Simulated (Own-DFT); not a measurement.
Simulation results for Hf₃₆O₇₁ (tetragonal hafnia with one neutral oxygen vacancy, atoms displaced)

All values are calculated (Own-DFT development build). A calculation, not a measurement: plane-wave PBE and HSE06 DFT by an unreviewed code, no spin, of a simulated cell at Gamma alone, so results move with cell size and shape, stress positive in tension, energies less offsets, not probed for a lower state with spin; hafnium file: forces about 75 meV/angstrom off all-electron values; oxygen file: force components 24 meV/angstrom off all-electron in a glass; k mesh not checked against a denser one; forces and stress are PBE's, HSE06 gives the energy alone, and its difference from PBE has offsets of its own; offsets are fitted by least squares, one for each functional and potential file, so energies compare only between cells with the same atoms and settings and are not formation energies; the far tail of each file's local potential was reset to the Coulomb form; each entry is a single point on an unrelaxed cell, so the pressure reflects the starting lattice, taken from the Materials Project, from which strain is counted, and rises with the displacements; printed positions are rounded, which can move forces by about a meV/angstrom; the program is a retired in-house code; no spin-orbit coupling.

## Hf₃₆O₇₁ (tetragonal hafnia with one neutral oxygen vacancy, atoms displaced)

```
Hf36O71
1.0
     10.7800     0.0000     0.0000
      0.0000    10.7800     0.0000
      0.0000     0.0000    10.4493
Hf O Hf O Hf O Hf O Hf O Hf O Hf O Hf O Hf O Hf O Hf O Hf O Hf O Hf O Hf O Hf O Hf O Hf O
2 4 2 4 2 3 2 4 2 4 2 4 2 4 2 4 2 4 2 4 2 4 2 4 2 4 2 4 2 4 2 4 2 4 2 4
Direct
  0.00365 0.99628 0.99997
  0.17224 0.17006 0.24934
  0.00648 0.16685 0.15648
  0.16829 0.00455 0.33818
  0.00359 0.15716 0.40019
  0.16316 0.99504 0.10040
  0.00533 0.99719 0.49502
  0.16433 0.17334 0.75514
  0.00690 0.16396 0.65330
  0.15936 0.00350 0.84710
  0.00259 0.16974 0.90714
  0.16108 0.00458 0.60069
  0.99767 0.33263 0.00789
  0.16415 0.50627 0.25267
  0.01512 0.49800 0.15373
  0.00559 0.50110 0.39821
  0.16972 0.33057 0.10581
  0.00225 0.33081 0.50195
  0.16057 0.50583 0.74814
  0.00139 0.50644 0.65404
  0.16902 0.33654 0.83541
  0.99853 0.50320 0.89903
  0.16930 0.33151 0.59709
  0.99792 0.66197 0.00590
  0.16998 0.83326 0.25371
  0.99947 0.84198 0.15258
  0.16483 0.66441 0.35608
  0.00145 0.83727 0.40445
  0.16736 0.66873 0.09906
  0.99817 0.67626 0.50216
  0.16042 0.83236 0.75353
  0.00968 0.82110 0.65457
  0.16784 0.66047 0.84197
  0.00198 0.83782 0.89814
  0.16941 0.67230 0.59953
  0.33308 0.00005 0.99763
  0.50240 0.16849 0.25141
  0.33025 0.16169 0.14851
  0.49229 0.99720 0.34557
  0.33237 0.16610 0.40051
  0.49753 0.00004 0.09393
  0.33125 0.00850 0.49480
  0.49788 0.16400 0.75482
  0.33648 0.16815 0.65083
  0.49856 0.99902 0.84335
  0.33300 0.15826 0.90938
  0.49340 0.99826 0.59590
  0.32481 0.33741 0.99820
  0.49618 0.49388 0.24689
  0.34561 0.50069 0.15402
  0.49209 0.32904 0.34493
  0.33672 0.49712 0.40650
  0.49985 0.33273 0.10077
  0.33942 0.32546 0.49455
  0.50307 0.49358 0.75118
  0.33344 0.49924 0.64843
  0.50749 0.33342 0.84420
  0.33443 0.49650 0.89830
  0.50314 0.33582 0.59731
  0.33535 0.66479 0.99244
  0.49194 0.83011 0.26369
  0.33410 0.82949 0.15243
  0.50378 0.67159 0.34133
  0.32576 0.83595 0.40313
  0.50036 0.66707 0.08999
  0.33994 0.66817 0.50365
  0.50792 0.84456 0.74422
  0.32746 0.83677 0.65399
  0.49989 0.66604 0.84344
  0.33666 0.83162 0.89508
  0.50553 0.66693 0.59330
  0.66460 0.00612 0.99993
  0.84263 0.17075 0.24723
  0.67178 0.15844 0.15064
  0.83690 0.99899 0.35299
  0.66443 0.16284 0.39772
  0.82966 0.99472 0.10661
  0.65569 0.99141 0.49240
  0.83297 0.17261 0.75695
  0.66450 0.17112 0.65270
  0.83423 0.00685 0.84967
  0.66405 0.16509 0.90198
  0.83244 0.99273 0.60807
  0.67066 0.33641 0.00151
  0.83513 0.50013 0.24426
  0.66950 0.49940 0.14901
  0.83058 0.33579 0.34978
  0.67603 0.50269 0.40190
  0.83222 0.33100 0.09880
  0.67225 0.33517 0.50102
  0.83029 0.50462 0.74436
  0.65685 0.49593 0.64944
  0.82722 0.32831 0.84218
  0.66609 0.50101 0.89863
  0.82932 0.33180 0.60645
  0.66944 0.66519 0.99495
  0.83021 0.83564 0.25100
  0.66920 0.83093 0.14808
  0.83131 0.66617 0.34912
  0.66862 0.82833 0.40322
  0.83398 0.66878 0.09623
  0.66074 0.66812 0.49769
  0.83413 0.83696 0.75416
  0.66825 0.83135 0.66040
  0.83573 0.66835 0.84957
  0.66840 0.83731 0.90214
  0.83268 0.67431 0.60265
```

- first functional: PBE
- second functional: HSE06
- exact exchange share: 0.25
- screening: 0.11 1/bohr
- exchange divergence: Gygi-Baldereschi
- potential files: PseudoDojo norm-conserving, scalar-relativistic, made for PBE, standard set
- wave cutoff: 48 hartree
- occupations: fixed
- k mesh: 1 x 1 x 1 centred on Gamma
- PBE energy of cell above offsets: -96.906 eV
- HSE06 less PBE above offsets: 0.078 eV
- PBE pressure: 2.18 GPa
- PBE stress xx: -0.47 GPa
- PBE stress yy: -3.87 GPa
- PBE stress zz: -2.21 GPa
- PBE stress yz: -0.51 GPa
- PBE stress xz: -0.65 GPa
- PBE stress xy: -0.01 GPa

Force:
```
element  x (eV/Å)  y (eV/Å)  z (eV/Å)
     Hf    -0.646    -0.105     0.519
     Hf    -0.227     0.429     0.175
      O    -0.696     0.694    -0.798
      O     0.308    -0.802     1.256
      O    -0.174     2.415     0.062
      O     1.062     0.036     -0.77
     Hf    -1.577     0.893     1.969
     Hf     0.284    -1.974    -1.664
      O    -1.721     0.992     0.217
      O     0.258    -0.102     0.453
      O    -0.069     0.913     0.333
      O      1.38    -0.262    -1.064
     Hf     1.168    -0.156    -1.166
     Hf     2.189    -0.585     1.906
      O    -3.491    -0.036    -1.538
      O     -0.02    -0.663     0.585
      O    -0.448     0.396    -0.911
     Hf     0.612    -0.126    -0.108
     Hf     1.999    -0.457    -1.573
      O    -1.468    -0.466    -0.792
      O     0.153     0.509     2.482
      O    -0.348      -1.4     1.027
      O    -0.564     -0.03    -1.464
     Hf     0.721     1.473    -1.083
     Hf    -0.332     0.016    -1.048
      O     0.009    -1.005     0.411
      O     0.229     0.749    -0.855
      O     0.277    -1.037    -0.711
      O     0.032    -0.303    -0.134
     Hf     0.868     -1.11     0.323
     Hf      2.39     0.344    -0.151
      O    -2.541     0.358    -0.736
      O     -0.08     1.432     1.691
      O    -0.232    -1.465      0.64
      O     0.087    -0.744    -0.611
     Hf    -0.505    -1.956     1.114
     Hf     0.435    -0.829    -1.745
      O     0.876     0.275     0.786
      O     0.516     0.776      1.03
      O     -0.21     0.211    -1.121
      O     0.232     0.275     0.066
     Hf    -1.565    -1.971     2.037
     Hf     0.882     1.092    -1.155
      O    -0.371    -0.085     0.163
      O     0.219     0.718     0.756
      O     0.057     2.772    -1.308
      O     1.048    -0.257    -0.295
     Hf     1.489     -0.87      0.24
     Hf     1.466     0.585     0.539
      O     -3.15    -0.103    -1.008
      O     0.506     0.529     0.452
      O     0.106     0.476    -0.783
      O      0.27    -0.241    -0.609
     Hf    -0.427     2.308     1.994
     Hf    -1.978     1.116     -0.48
      O     0.156      0.44     0.726
      O    -0.459    -0.905     1.044
      O    -0.136    -0.058     0.714
      O    -0.251    -0.304    -0.773
     Hf     0.847      1.18     0.002
     Hf     0.533     0.967    -4.376
      O    -0.053     0.014     0.498
      O    -0.255    -2.463     1.499
      O     0.639    -0.231    -0.198
      O     0.261    -0.327     0.093
     Hf    -1.994    -0.681     0.995
     Hf    -2.819    -2.384     1.097
      O     1.272    -0.178    -0.382
      O      0.25     0.112    -0.347
      O    -0.496     0.205     1.174
      O    -1.004     0.518     0.109
     Hf     0.665    -1.458     1.186
     Hf     -1.13    -2.026     1.125
      O    -0.479     0.965     0.334
      O    -0.584     0.343    -0.366
      O    -0.479     0.162     0.441
      O     0.854     0.759     -1.05
     Hf     2.521     2.135     1.449
     Hf    -0.121    -2.687    -2.523
      O    -0.097    -0.501     0.279
      O     0.129    -0.547     0.717
      O    -0.027     1.029     0.161
      O      0.12    -0.215    -1.488
     Hf    -1.928    -0.484    -0.901
     Hf     -0.24     0.959     1.915
      O      0.02    -0.318     0.007
      O      0.42    -0.412    -0.336
      O    -0.678    -0.509    -0.142
      O     1.009      0.31     0.317
     Hf    -0.719    -0.765      0.38
     Hf    -0.102     0.062     0.193
      O      2.57     0.483    -0.317
      O     0.234     2.912     2.144
      O     0.601     -0.62     0.114
      O     1.186     0.529     -1.02
     Hf    -1.437     1.703     0.349
     Hf      0.04     0.678    -0.916
      O    -0.902    -0.183     1.281
      O     0.721    -0.149    -0.578
      O    -0.498     1.048    -0.375
      O     0.643    -0.994     0.506
     Hf     2.036    -1.331     0.326
     Hf     0.541      0.97    -0.407
      O     0.131     0.228     -1.65
      O    -0.204    -0.531     0.013
      O     0.125    -0.292    -0.207
      O    -0.716    -0.812    -0.388
```
